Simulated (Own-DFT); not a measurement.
# Hybrid less PBE against volume: corundum Al2O3, 78 atoms (Al32O46), with two O vacancies

These are calculations. Each geometry was run twice at fixed positions with Own-DFT, a retired in-house plane-wave program that no person has reviewed: with PBE, and with HSE06 (exact exchange share 0.25 at short range, screening 0.11 per bohr, Gygi-Baldereschi treatment of its divergence). Both used PseudoDojo norm-conserving files made for PBE, a cutoff of 48 hartree, the Gamma point alone, fixed occupations, a neutral cell and no spin. One k point on a cell 7.9 Å thick isn't converged, and results move with the size of the cell. The oxygen file's force components were 24 meV/Å off all-electron values in a glass.

Unstrained cell vectors in Å: (5.494, 0.000, 8.660); (-2.747, 4.758, 8.660); (-2.747, -4.758, 8.660), volume V0 = 679.1 Å³, from measured lattice constants. Each geometry has its own random strain of a few per cent, its own defect sites and random moves of rms u per axis. HSE06 gave the energy alone. D is its energy less that of PBE, over the lowest D shown. The PBE stress wasn't checked against mesh or cutoff.

```
run,V - V0 (Å³),u (Å),P with PBE (GPa),D (eV)
1,-14.2,0.0303,12.69,0.396
2,-10.2,0.0297,11.21,0.494
3,10.2,0.0525,5.51,1.460
4,-10.8,0.0524,12.94,0.710
5,-17.5,0.0518,15.66,0.427
6,28.0,0.0297,-2.10,2.047
7,-0.4,0.0490,9.18,1.042
8,24.5,0.0454,0.30,1.969
9,-22.4,0.0494,17.66,0.204
10,-11.9,0.0523,14.91,0.641
11,-18.5,0.0316,14.87,0.194
12,-23.0,0.0302,16.32,0.000
13,-4.3,0.0306,8.92,?
```

## Analysis

D = 0.83 + 0.0390 (V - V0) + 98 u² eV, with an error of 0.0005 on the volume slope, 10 on the last term and a scatter of 0.03 eV. Pressure is -dE/dV, and 1 eV/Å³ is 160.2 GPa, so HSE06 changes the pressure by -6.2 ± 0.1 GPa. With the ions held to the strained lattice, the PBE pressure falls by 246 ± 6 GPa per unit of volume strain; the shape of the strain isn't fitted, so the true error is larger, and a relaxed crystal would be softer. On that slope HSE06's volume at a given pressure is about 2.5 % smaller, or 0.8 % in lengths. At u = 0 and V0 the PBE pressure is 7.0 GPa, which puts the zero-pressure volume, against the measured cell and with the defects in, at +2.9 % for PBE and +0.3 % for HSE06, each good to a few tenths of a per cent.

## Withheld run

The question: what D should run 13 give?

From the fit: 0.75 eV, with rows scattering by 0.03. DFT gave 0.800 eV.
